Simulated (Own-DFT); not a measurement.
# Which defects push the lattice out? C11b WSi2

No measurement is shown. These are fixed-geometry runs of a retired plane-wave code named Own-DFT, which no person has reviewed; spin and spin-orbit coupling are neglected.

Method: PBE; PseudoDojo norm-conserving scalar-relativistic files; cutoff 50 hartree; 5 x 5 x 5 k mesh centred on Gamma; cold (Marzari-Vanderbilt) smearing of 0.2 eV.

Caveats: forces on such cells failed a check on a denser k mesh; stress not checked against mesh or cutoff.

All runs share one cell, with vectors in Å (-2.148, -5.953, 3.409); (-6.444, 2.976, 1.136); (-2.553, -2.948, -6.757) and a volume of 403.2 Å³. u is the rms random offset of the atoms per axis. The defect's site can differ from row to row.

| cell | formula | u (Å) | P (GPa) |
|---|---|---|---|
| no defect | Si20W10 | 0.0185 | 4.40 |
| no defect | Si20W10 | 0.0222 | 4.60 |
| no defect | Si20W10 | 0.0492 | 5.85 |
| one Si vacancy | Si19W10 | 0.0311 | 3.28 |
| one Si vacancy | Si19W10 | 0.0504 | 4.78 |
| one Si vacancy | Si19W10 | 0.0525 | 4.82 |
| one W on a Si site | Si19W11 | 0.0293 | 9.89 |
| one W on a Si site | Si19W11 | 0.0510 | 10.87 |
| one W on a Si site | Si19W11 | 0.0547 | 10.55 |
| one Si on a W site | Si21W9 | 0.0277 | 6.12 |
| one Si on a W site | Si21W9 | 0.0305 | ? |
| one Si on a W site | Si21W9 | 0.0473 | 7.08 |
| one Si on a W site | Si21W9 | 0.0502 | 7.49 |
| one W vacancy | Si20W9 | 0.0277 | 3.41 |
| one W vacancy | Si20W9 | 0.0296 | 3.53 |
| one W vacancy | Si20W9 | 0.0510 | 4.49 |

## Working it out

P = P0 + c u² + a shift for each defect gives P0 = 4.26 GPa, c = 635 ± 69 GPa/Å² and a scatter of 0.23 GPa. The shifts, and each times the cell's volume:

- one W on a Si site: 4.81 ± 0.20 GPa, 12.1 eV
- one Si on a W site: 1.47 ± 0.19 GPa, 3.7 eV
- one Si vacancy: -1.29 ± 0.20 GPa, -3.3 eV
- one W vacancy: -1.35 ± 0.19 GPa, -3.4 eV

A positive shift means that the defect pushes the cell outwards. Shift times volume (160.2 GPa Å³ is 1 eV) depends little on the cell's size, so, taken for each site, it can be compared between cells at like pressure. The atoms around the defects weren't relaxed, which would change these numbers.

## Prediction

Asked: what pressure belongs in the blank (one Si on a W site, u = 0.0305 Å)?

From the fit: 6.32 ± 0.27 GPa. The calculation gave 6.05 GPa.
